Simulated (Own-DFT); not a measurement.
Simulation results for GaN (wurtzite, strained, atoms displaced)

A calculation, not a measurement: plane-wave PBE density functional theory by an unreviewed code, no spin, of a simulated periodic cell, stress positive in tension, free energy of the whole cell less one offset for each atom, forces on such cells passed a denser k mesh, this cell's mesh not checked; offsets are fitted by least squares, one for each functional and potential file, so energies compare only between cells with the same atoms and settings and are not formation energies; the far tail of each file's local potential was reset to the Coulomb form; each entry is a single point on an unrelaxed cell, so the pressure reflects the starting lattice, mostly measured values (interpolated for alloys), from which strain is counted, and rises with the displacements; printed positions are rounded, which can move forces by about a meV/angstrom; the program, named Own-DFT, is a retired in-house code; no spin-orbit coupling. Program: Own-DFT development build.

Common to all runs: functional PBE; potential files PseudoDojo norm-conserving, scalar-relativistic, standard set with the stringent files for Ga; wave cutoff 96 hartree; occupations Gaussian; smearing width 0.01 eV; k mesh 3 x 4 x 3 centred on Gamma.

(1) GaN (wurtzite, strained, atoms displaced)

```
GaN
1.0
     12.7560     0.0000     0.0000
     -4.7835     8.2853     0.0000
      0.0000     0.0000    10.4478
Ga N Ga N Ga N Ga N Ga N Ga N Ga N Ga N Ga N Ga N Ga N Ga N Ga N Ga N Ga N Ga N Ga N Ga N Ga N Ga N Ga N Ga N Ga N Ga N
2 2 2 2 2 2 2 2 2 2 2 2 2 2 2 2 2 2 2 2 2 2 2 2 2 2 2 2 2 2 2 2 2 2 2 2 2 2 2 2 2 2 2 2 2 2 2 2
Direct
  0.07882 0.22833 0.99760
  0.16531 0.11326 0.25500
  0.08321 0.21201 0.18124
  0.16209 0.10650 0.43881
  0.07956 0.21723 0.50696
  0.16635 0.11697 0.75184
  0.09064 0.23177 0.68811
  0.17143 0.11846 0.93354
  0.08213 0.55965 0.98660
  0.16220 0.43552 0.24160
  0.07975 0.56265 0.18614
  0.16252 0.43202 0.44371
  0.08004 0.56623 0.50282
  0.15841 0.44427 0.75289
  0.08477 0.56167 0.67862
  0.16786 0.44189 0.93182
  0.08414 0.89038 0.99967
  0.16492 0.77184 0.24498
  0.08097 0.88523 0.18665
  0.17053 0.78219 0.43486
  0.08753 0.88890 0.49676
  0.16506 0.77633 0.75062
  0.08919 0.89312 0.69093
  0.15312 0.76033 0.94559
  0.33218 0.22227 0.99016
  0.42268 0.11035 0.25000
  0.34191 0.22733 0.18884
  0.41670 0.11222 0.43739
  0.33093 0.21703 0.50919
  0.41682 0.10423 0.74792
  0.34330 0.23654 0.69236
  0.41192 0.10486 0.93965
  0.33635 0.56373 0.99800
  0.41694 0.44163 0.24782
  0.33637 0.54504 0.19919
  0.40978 0.43827 0.44295
  0.33185 0.56575 0.49781
  0.41754 0.44838 0.74933
  0.34109 0.56237 0.69496
  0.42959 0.45291 0.93234
  0.33336 0.89848 0.00652
  0.41666 0.77703 0.25089
  0.33370 0.89693 0.18940
  0.41825 0.79063 0.43839
  0.33217 0.88492 0.49639
  0.42068 0.78698 0.74686
  0.33449 0.88504 0.69451
  0.41263 0.77456 0.93875
  0.58357 0.21941 0.99421
  0.65959 0.10643 0.25437
  0.58816 0.22249 0.19283
  0.66679 0.10983 0.44671
  0.58295 0.22442 0.49368
  0.67447 0.11709 0.75364
  0.58335 0.21784 0.68674
  0.66434 0.10835 0.94275
  0.58509 0.55923 0.99372
  0.66323 0.44982 0.25475
  0.58511 0.56779 0.18852
  0.67117 0.44237 0.44273
  0.58326 0.54315 0.50028
  0.67069 0.44383 0.75322
  0.57877 0.55725 0.68705
  0.66808 0.44848 0.93745
  0.58051 0.89555 0.99618
  0.66767 0.77370 0.24854
  0.57734 0.88328 0.18390
  0.66416 0.77413 0.44565
  0.57886 0.88398 0.49695
  0.66188 0.77178 0.74919
  0.59055 0.89874 0.68034
  0.67020 0.79187 0.93405
  0.83606 0.22540 0.99229
  0.91295 0.10907 0.25146
  0.83818 0.22295 0.19227
  0.91763 0.10969 0.44629
  0.83061 0.21591 0.50058
  0.91646 0.10971 0.73837
  0.83321 0.22394 0.69108
  0.91935 0.10760 0.94232
  0.82935 0.55104 0.99746
  0.91391 0.44109 0.24271
  0.82939 0.55503 0.19787
  0.92153 0.44706 0.43755
  0.82724 0.55236 0.49853
  0.91922 0.45373 0.75868
  0.83410 0.55350 0.68042
  0.91222 0.43401 0.94090
  0.83714 0.89321 0.00305
  0.92706 0.79271 0.24253
  0.83065 0.87506 0.19601
  0.91505 0.77230 0.43396
  0.83824 0.89192 0.49824
  0.91693 0.79076 0.75179
  0.82193 0.88604 0.69640
  0.91617 0.77478 0.93583
```

- free energy of cell above offsets: -4.424 eV
- pressure: 5.63 GPa
- stress xx: -6.15 GPa
- stress yy: -8.05 GPa
- stress zz: -2.69 GPa
- stress yz: 0.34 GPa
- stress xz: -0.67 GPa
- stress xy: -0.14 GPa

Force:
```
element  x (eV/Å)  y (eV/Å)  z (eV/Å)
     Ga     1.697    -0.661     0.108
     Ga     1.672    -0.119    -0.727
      N     -1.21      0.62     0.611
      N     0.353     0.359      0.48
     Ga      0.81     0.732    -0.949
     Ga     1.311     0.029    -0.538
      N    -1.024    -1.287     0.493
      N    -1.086    -0.935     0.759
     Ga     0.703    -3.722     2.833
     Ga    -0.176     0.635     1.484
      N     1.418    -1.935    -1.122
      N    -0.654     1.791    -1.075
     Ga     1.187    -1.439    -1.968
     Ga     1.766      1.27    -1.576
      N    -0.315    -0.408     2.799
      N    -0.634     0.834     1.333
     Ga    -0.377     0.284    -0.159
     Ga    -0.118     1.291     0.652
      N     1.725     1.609    -0.515
      N    -0.124    -0.337    -0.181
     Ga    -1.103    -0.484     0.455
     Ga     0.431     0.386     0.497
      N    -1.011     0.198    -0.491
      N     0.894     5.027    -2.055
     Ga     0.648     1.264     1.504
     Ga    -1.226     0.975     0.259
      N    -0.782    -1.336    -0.812
      N    -0.081    -0.294      0.37
     Ga    -0.255     0.727    -1.066
     Ga    -0.267     1.137     0.159
      N    -0.504    -2.672     0.007
      N     0.612     1.146    -0.791
     Ga     0.829    -1.501     0.568
     Ga      1.19    -0.321     1.493
      N    -2.713     1.717    -1.972
      N     0.782     0.606     -0.51
     Ga     0.641    -1.563     0.709
     Ga     0.175     0.669     -0.01
      N    -2.014     0.068    -1.019
      N    -2.303    -1.109      0.81
     Ga     0.229    -2.162    -0.535
     Ga    -0.399    -0.474    -0.336
      N     0.441    -1.535     0.096
      N     0.494    -1.597     -0.78
     Ga    -0.722     1.482     1.045
     Ga     1.444    -0.966     0.552
      N    -1.532     0.316    -1.329
      N    -0.434     1.661    -0.121
     Ga    -0.797     0.611     1.169
     Ga     1.762    -0.114     0.082
      N    -0.872     0.781    -1.032
      N     -0.35    -0.153    -1.504
     Ga     0.298    -0.972     1.363
     Ga    -1.178    -0.989    -0.733
      N     0.029     0.606     0.401
      N     0.521     1.353    -0.931
     Ga     0.494     1.436     1.098
     Ga     0.569    -0.118    -0.635
      N     0.412    -2.439     -0.84
      N    -1.681    -0.484     -1.17
     Ga    -1.764     1.052     0.347
     Ga    -1.065    -0.001    -1.335
      N     1.898    -0.574     0.074
      N     0.062    -0.959     0.094
     Ga     0.564    -1.707     0.643
     Ga    -1.069     1.278     1.434
      N     0.778     0.754     0.606
      N     0.551     -0.11    -1.199
     Ga     1.125     0.553     0.628
     Ga    -1.223     0.406    -0.019
      N    -0.656    -0.578     1.474
      N      0.24    -0.926     0.872
     Ga     0.166    -2.491     1.837
     Ga     0.919    -0.449     0.248
      N    -1.191    -0.871    -1.111
      N    -0.367     0.031    -1.022
     Ga     0.048     1.562     0.145
     Ga    -0.115     0.291     1.457
      N     1.025     1.031    -0.018
      N    -1.058       0.6     -1.35
     Ga     0.331     0.722     1.632
     Ga    -0.228     0.782     1.542
      N     0.358     0.363    -1.719
      N    -1.235     -0.85    -0.266
     Ga     2.563     0.739    -0.373
     Ga    -0.097    -0.659    -2.191
      N    -0.232     0.891     1.856
      N    -0.218     2.081    -0.594
     Ga    -0.581    -1.014     0.027
     Ga    -0.706    -3.033     1.837
      N    -0.972     2.433    -1.421
      N     0.355     0.904     0.532
     Ga     -0.74    -1.611     0.433
     Ga     0.574    -1.174    -0.763
      N      2.42     0.821     -1.64
      N    -0.057     0.219     0.593
```

(2) GaN (wurtzite, strained, atoms displaced)

```
GaN
1.0
     12.7560     0.0000     0.0000
     -4.7835     8.2853     0.0000
      0.0000     0.0000    10.4478
Ga N Ga N Ga N Ga N Ga N Ga N Ga N Ga N Ga N Ga N Ga N Ga N Ga N Ga N Ga N Ga N Ga N Ga N Ga N Ga N Ga N Ga N Ga N Ga N
2 2 2 2 2 2 2 2 2 2 2 2 2 2 2 2 2 2 2 2 2 2 2 2 2 2 2 2 2 2 2 2 2 2 2 2 2 2 2 2 2 2 2 2 2 2 2 2
Direct
  0.08576 0.22143 0.00046
  0.16567 0.11735 0.25520
  0.07950 0.22604 0.19083
  0.16002 0.10423 0.44014
  0.09005 0.22447 0.50863
  0.17085 0.11548 0.75426
  0.08016 0.21870 0.68509
  0.16297 0.10566 0.93946
  0.08351 0.55503 0.00001
  0.16581 0.43366 0.24556
  0.08431 0.55386 0.18685
  0.17165 0.44319 0.43712
  0.07942 0.54805 0.49548
  0.16301 0.43426 0.74426
  0.08222 0.54966 0.68344
  0.16927 0.43840 0.93021
  0.07674 0.87577 0.99607
  0.17255 0.78480 0.25010
  0.08251 0.89323 0.18829
  0.16381 0.77514 0.43375
  0.06818 0.88328 0.50403
  0.16000 0.76952 0.75420
  0.08981 0.89469 0.69422
  0.16189 0.77115 0.92610
  0.32874 0.22085 0.99694
  0.41838 0.11401 0.25334
  0.33369 0.22773 0.19297
  0.42072 0.11249 0.43816
  0.33647 0.23029 0.49790
  0.42017 0.11889 0.74117
  0.32736 0.21037 0.68848
  0.41318 0.09983 0.93487
  0.33252 0.54974 0.00372
  0.41916 0.45437 0.25087
  0.33571 0.54299 0.17856
  0.41494 0.44905 0.44213
  0.33535 0.56026 0.50456
  0.41065 0.44813 0.75802
  0.33711 0.55648 0.68424
  0.42227 0.44252 0.93071
  0.32781 0.88757 0.00182
  0.41451 0.77518 0.25065
  0.33425 0.88658 0.18734
  0.41095 0.77182 0.43308
  0.32530 0.88900 0.50820
  0.42111 0.77716 0.75267
  0.33667 0.89065 0.69384
  0.41637 0.78339 0.94109
  0.59107 0.21659 0.99359
  0.66530 0.10079 0.24402
  0.58515 0.22373 0.18614
  0.66136 0.10628 0.43769
  0.59283 0.23232 0.49788
  0.66602 0.12531 0.75395
  0.58644 0.21595 0.68804
  0.66289 0.11313 0.93604
  0.58641 0.55341 0.00141
  0.67058 0.44529 0.26011
  0.58431 0.55452 0.18647
  0.66127 0.44287 0.43483
  0.58043 0.55626 0.50401
  0.66625 0.44910 0.75106
  0.57920 0.55232 0.68653
  0.66877 0.45496 0.93343
  0.57878 0.89149 0.99945
  0.66669 0.77880 0.24264
  0.58421 0.89592 0.18264
  0.66606 0.78661 0.43789
  0.58189 0.88452 0.49712
  0.66725 0.77152 0.74647
  0.58995 0.89145 0.68619
  0.67339 0.78451 0.94165
  0.83206 0.22883 0.99825
  0.92158 0.11097 0.23987
  0.83295 0.23197 0.18714
  0.91168 0.10756 0.43284
  0.83322 0.22075 0.50130
  0.90382 0.11408 0.74745
  0.82996 0.22151 0.67978
  0.91329 0.10997 0.93749
  0.83623 0.56004 0.00426
  0.91790 0.44249 0.24958
  0.83398 0.55853 0.17822
  0.91342 0.44462 0.42623
  0.83568 0.57405 0.49491
  0.92019 0.44691 0.75398
  0.83666 0.56230 0.69453
  0.91215 0.44610 0.94451
  0.83592 0.89019 0.99747
  0.91815 0.78271 0.24088
  0.83385 0.88688 0.18876
  0.91547 0.77603 0.44284
  0.83811 0.89241 0.50107
  0.91138 0.77617 0.74756
  0.83439 0.88195 0.69039
  0.90969 0.77032 0.93464
```

- free energy of cell above offsets: -4.919 eV
- pressure: 5.61 GPa
- stress xx: -5.36 GPa
- stress yy: -5.9 GPa
- stress zz: -5.57 GPa
- stress yz: 0.37 GPa
- stress xz: -0.25 GPa
- stress xy: 0.93 GPa

Force:
```
element  x (eV/Å)  y (eV/Å)  z (eV/Å)
     Ga    -0.841     -0.24    -0.381
     Ga     0.655    -0.475    -0.391
      N     1.694    -1.078    -1.616
      N     0.696     0.428     0.034
     Ga    -1.251     -0.27    -2.061
     Ga    -1.017    -0.987    -0.271
      N    -0.212    -0.634     1.473
      N     0.007    -0.126     0.198
     Ga     0.384    -0.514    -0.038
     Ga    -0.259     2.544     1.155
      N     0.493     0.465    -0.133
      N    -0.681    -0.211    -0.167
     Ga     0.131     0.506    -0.489
     Ga     0.242     1.206     0.187
      N    -0.084     0.095     0.257
      N    -0.641     0.451     0.794
     Ga    -0.178     0.895     0.194
     Ga    -0.819     -0.83     0.068
      N     0.745     0.035    -0.538
      N    -0.667      0.09     1.011
     Ga     3.601     1.165     0.715
     Ga     1.027     0.775    -2.809
      N    -1.316    -0.938     -0.75
      N     0.141    -0.093     3.388
     Ga     1.555    -0.331     0.699
     Ga      0.17     0.141     -0.67
      N     -0.09     -0.39    -0.525
      N    -0.644     0.243     0.694
     Ga    -0.025    -1.419      0.19
     Ga     0.254     -1.35     1.381
      N     0.167     2.351    -0.676
      N    -0.227     1.757     0.017
     Ga     0.337     0.732    -2.206
     Ga     1.646    -1.408     0.724
      N    -2.077     1.538     1.558
      N     0.501    -0.035    -0.804
     Ga    -0.348    -0.076     -0.93
     Ga     1.356    -0.965    -2.247
      N    -1.172    -0.016     1.108
      N    -0.929     0.084     2.288
     Ga     0.357    -0.088    -0.614
     Ga     0.237    -0.212    -0.455
      N    -0.243     0.468    -0.106
      N      0.06     0.858     0.709
     Ga     0.879     0.003    -0.667
     Ga    -0.318     0.722     -0.23
      N    -0.396    -0.726    -0.464
      N     0.015    -1.468    -0.224
     Ga    -4.397     2.245     1.751
     Ga    -0.541     2.599     1.514
      N     0.134    -0.031    -0.035
      N     0.781     0.504    -0.496
     Ga    -0.453    -1.891     0.293
     Ga     2.387    -2.665    -0.541
      N    -2.405     2.558    -1.136
      N      2.93    -0.998    -0.604
     Ga    -0.535      0.77    -0.086
     Ga    -0.292    -0.298    -3.048
      N     0.116     0.194     0.588
      N      0.59     1.604     1.751
     Ga    -0.085     0.676     -0.85
     Ga     0.351    -0.362     -0.31
      N      0.06    -0.351     0.343
      N     1.168    -1.605     0.474
     Ga     1.245    -0.498    -0.594
     Ga    -0.202    -0.074     0.818
      N     0.106    -2.276     0.153
      N     1.696    -1.582    -0.729
     Ga     -1.31     0.849     0.644
     Ga    -0.593     0.793     0.871
      N    -0.561     0.034     0.561
      N    -1.475    -0.782    -0.599
     Ga     0.482    -1.003     0.763
     Ga     -2.58    -0.304     1.597
      N     0.812    -1.936      -0.7
      N     1.091     0.685      0.31
     Ga    -0.642     -0.07    -2.117
     Ga     2.381    -1.215     0.557
      N    -0.684     1.135     1.629
      N     0.121     0.891     -0.11
     Ga    -1.313    -0.588    -1.635
     Ga    -0.417     1.001     -1.11
      N     0.104     0.048     3.008
      N    -0.291     0.159     2.455
     Ga     0.588    -4.304     1.484
     Ga    -0.731    -0.029    -0.421
      N     0.034    -1.487    -1.629
      N     1.296     0.089     -1.41
     Ga    -0.217    -0.047       0.2
     Ga     0.401    -0.998     0.883
      N    -0.382     0.663    -0.685
      N    -1.432     1.602    -2.429
     Ga    -1.572     0.178    -0.175
     Ga      2.01     0.725     1.059
      N     -1.43     1.595    -0.886
      N     0.743     1.131     0.247
```
